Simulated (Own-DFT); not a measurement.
Si₂SnGe₁₃ (diamond-structure random alloy, strained, atoms displaced) (calculated)

A calculation, not a measurement: plane-wave density functional theory by an unreviewed code, no spin, of a simulated periodic cell, stress positive in tension, run twice, with PBE and with PBEsol, both on files made for PBE, so the change isn't that of files made for PBEsol, forces on such cells moved up to 12 meV/angstrom on a denser k mesh; the far tail of each file's local potential was reset to the Coulomb form; each entry is a single point on an unrelaxed cell, so the pressure reflects the starting lattice, mostly measured values (interpolated for alloys), from which strain is counted, and rises with the displacements; printed positions are rounded, which can move forces by about a meV/angstrom; the program, named Own-DFT, is a retired in-house code; no spin-orbit coupling; stress was not checked against mesh or cutoff. Program: Own-DFT development build.

## Si₂SnGe₁₃ (diamond-structure random alloy, strained, atoms displaced)

```
Si2SnGe13
1.0
     11.4199     0.0000     0.0000
      0.0000    11.4199     0.0000
      0.0000     0.0000    11.3631
Ge Si Ge Si Ge Si Sn Ge Sn Si Ge Si Ge Si Ge Sn Ge Sn Ge
18 1 1 1 8 1 1 9 1 2 4 1 1 2 2 1 5 1 4
Direct
  0.00575 0.99785 0.00402
  0.99640 0.25244 0.24036
  0.25383 0.99710 0.25827
  0.24747 0.25071 0.99828
  0.12850 0.13061 0.12314
  0.12864 0.37299 0.37479
  0.36908 0.11709 0.37119
  0.37440 0.37288 0.11988
  0.99812 0.00293 0.50262
  0.99427 0.25177 0.75461
  0.25491 0.99643 0.76079
  0.25581 0.24746 0.50107
  0.12743 0.12595 0.62347
  0.12124 0.38087 0.87470
  0.37856 0.12918 0.87119
  0.37012 0.37236 0.62096
  0.00379 0.50449 0.00334
  0.99583 0.74771 0.25156
  0.24709 0.49866 0.25525
  0.24199 0.74888 0.99489
  0.12832 0.62390 0.12378
  0.12174 0.87644 0.37925
  0.37619 0.62590 0.37910
  0.37386 0.87748 0.12119
  0.00272 0.49863 0.50304
  0.00055 0.74042 0.75063
  0.24689 0.49505 0.74725
  0.25060 0.75686 0.50159
  0.12812 0.62145 0.62695
  0.12633 0.87370 0.88208
  0.37448 0.62323 0.88151
  0.37424 0.87714 0.62493
  0.50161 0.00330 0.00003
  0.49600 0.25217 0.25020
  0.75296 0.99785 0.24897
  0.75263 0.25222 0.00412
  0.61782 0.11975 0.12815
  0.62404 0.37479 0.37590
  0.87336 0.12357 0.37776
  0.87563 0.37411 0.12412
  0.50517 0.01159 0.49746
  0.49756 0.25153 0.74912
  0.74620 0.99779 0.75373
  0.74944 0.25198 0.49529
  0.63096 0.12960 0.63082
  0.62439 0.37833 0.87354
  0.87393 0.12677 0.87767
  0.87922 0.37511 0.62890
  0.49773 0.49951 0.00281
  0.49460 0.74535 0.24991
  0.75370 0.49337 0.24787
  0.74785 0.75682 0.99563
  0.61921 0.62113 0.12918
  0.62807 0.87855 0.37136
  0.88136 0.62396 0.37869
  0.86981 0.87966 0.12661
  0.50229 0.50298 0.49801
  0.49684 0.74002 0.75150
  0.75270 0.48953 0.74997
  0.75050 0.74725 0.49680
  0.62467 0.62486 0.62736
  0.62959 0.87059 0.88470
  0.87924 0.62330 0.87483
  0.87340 0.87724 0.62429
```

| Quantity | Value |
| --- | --- |
| functional | PBE, then PBEsol |
| potential files | PseudoDojo norm-conserving, scalar-relativistic, standard set |
| wave cutoff | 49 hartree |
| occupations | Fermi-Dirac |
| smearing width | 0.1 eV |
| k mesh | 3 x 3 x 3 centred on Gamma |
| PBE pressure | 3.66 GPa |
| PBE stress xx | -3.63 GPa |
| PBE stress yy | -3.51 GPa |
| PBE stress zz | -3.85 GPa |
| PBE stress yz | 0.24 GPa |
| PBE stress xz | 0.07 GPa |
| PBE stress xy | 0.34 GPa |
| PBEsol pressure | 0.88 GPa |
| PBEsol stress xx | -0.84 GPa |
| PBEsol stress yy | -0.73 GPa |
| PBEsol stress zz | -1.07 GPa |
| PBEsol stress yz | 0.24 GPa |
| PBEsol stress xz | 0.06 GPa |
| PBEsol stress xy | 0.33 GPa |
| rms change of force components from PBE to PBEsol | 0.04 eV/Å |

Force:
```
force element  PBE force x (eV/Å)  PBE force y (eV/Å)  PBE force z (eV/Å)  PBEsol force x (eV/Å)  PBEsol force y (eV/Å)  PBEsol force z (eV/Å)
           Ge              -0.318               0.201              -0.309                 -0.343                  0.231                 -0.261
           Ge               0.558              -0.501               1.354                  0.544                 -0.482                    1.3
           Ge              -1.286              -0.447              -1.517                 -1.232                 -0.422                 -1.459
           Ge               0.291               0.253              -0.608                  0.286                  0.246                 -0.577
           Ge               0.023              -0.912               0.643                   0.01                 -0.873                  0.615
           Ge              -0.455              -0.166              -0.049                 -0.471                 -0.188                 -0.012
           Ge               0.044               2.385              -0.204                  0.042                   2.31                 -0.193
           Ge              -0.553               0.416               0.915                 -0.501                  0.376                  0.857
           Ge               0.222              -0.052               0.109                  0.215                 -0.056                    0.1
           Ge               0.603              -0.107              -0.546                  0.613                 -0.128                 -0.487
           Ge              -0.803              -0.053              -0.624                 -0.731                 -0.019                 -0.638
           Ge              -0.713              -0.373              -0.755                 -0.697                 -0.361                 -0.729
           Ge              -0.084              -0.052               0.955                  -0.08                 -0.047                  0.914
           Ge              -0.015              -0.657               0.058                 -0.014                 -0.634                  0.052
           Ge               0.029               0.102               0.437                 -0.013                  0.054                  0.456
           Ge               1.153               0.324               0.483                  1.078                  0.335                  0.439
           Ge              -0.183              -0.053               0.266                 -0.208                 -0.089                  0.206
           Ge               0.779                0.17               -0.72                  0.721                  0.191                 -0.656
           Si                0.49               0.454              -0.808                  0.511                  0.405                 -0.751
           Ge              -0.478               0.923               1.744                 -0.396                  0.884                  1.689
           Si              -0.074               0.111               0.989                 -0.105                  0.144                  0.924
           Ge              -0.233              -0.176              -0.363                 -0.216                 -0.164                 -0.344
           Ge              -0.632               0.067              -0.693                 -0.604                  0.061                 -0.607
           Ge              -0.029              -0.757               0.353                 -0.047                 -0.699                  0.324
           Ge               0.016              -0.429               0.078                   0.05                 -0.373                  0.047
           Ge               0.459               1.557              -0.001                  0.423                  1.465                 -0.019
           Ge              -0.005              -0.319              -0.203                 -0.022                 -0.307                   -0.2
           Ge              -0.213              -0.738               0.135                 -0.201                 -0.712                  0.137
           Ge               0.049               0.457              -0.527                  0.037                  0.434                 -0.501
           Si              -0.738              -0.008              -0.994                 -0.717                 -0.011                 -0.971
           Sn              -0.887              -0.542              -0.734                 -0.857                 -0.524                 -0.718
           Ge               0.199              -0.399               0.849                  0.178                 -0.392                  0.823
           Ge              -0.364              -0.412              -0.425                  -0.35                 -0.402                 -0.396
           Ge              -0.128              -0.422               0.076                 -0.125                 -0.419                  0.064
           Ge                0.55               1.831              -0.864                  0.532                  1.765                 -0.839
           Ge              -1.016              -0.493               -0.28                 -0.967                 -0.475                 -0.277
           Ge               1.057               0.945               0.224                  1.024                  0.909                  0.218
           Ge               0.157               0.311              -0.651                  0.122                  0.266                 -0.598
           Ge               0.309               0.363              -0.759                  0.288                  0.345                 -0.737
           Ge              -0.187               0.893              -0.228                 -0.145                  0.815                  -0.25
           Sn              -1.038               0.144               1.804                 -1.017                  0.136                  1.746
           Si               0.468               0.387              -0.193                  0.458                  0.378                  -0.19
           Si               0.494               0.107               0.189                  0.484                  0.103                  0.184
           Ge               0.589               0.305               1.089                  0.538                  0.261                  1.027
           Ge               0.468               0.826               1.055                  0.447                  0.803                  0.948
           Ge              -0.452               -0.88               0.376                 -0.404                 -0.816                  0.388
           Ge              -0.215              -0.878              -0.027                 -0.181                 -0.806                      0
           Si              -0.295               -0.32              -0.838                 -0.288                 -0.311                 -0.815
           Ge               1.375              -1.158               0.792                  1.332                 -1.123                   0.77
           Si              -0.337                 0.1              -0.666                 -0.331                  0.097                 -0.654
           Si              -0.228               0.729               0.483                 -0.223                  0.711                  0.471
           Ge               1.098              -1.911               1.505                  1.053                 -1.828                   1.45
           Ge               0.854               0.315               0.161                  0.813                  0.293                  0.097
           Sn              -1.347              -1.104                -2.1                 -1.264                 -1.029                 -2.014
           Ge               0.136              -1.746              -1.279                   0.16                 -1.657                 -1.213
           Ge               0.913              -0.712               -0.47                  0.875                 -0.679                 -0.446
           Ge              -0.208              -0.393               0.559                 -0.204                 -0.374                   0.54
           Ge               1.175               2.067               -0.89                  1.142                  1.994                 -0.868
           Ge               0.116               1.041              -0.285                  0.069                  1.041                 -0.232
           Sn               0.847              -0.909               1.429                  0.835                 -0.881                  1.394
           Ge              -0.198              -1.206               0.826                 -0.204                  -1.17                  0.797
           Ge              -1.523               1.183              -2.071                 -1.487                  1.116                 -1.962
           Ge              -0.928              -0.179               0.293                 -0.883                 -0.171                  0.272
           Ge                0.64               0.495                1.45                  0.646                   0.45                  1.363
```
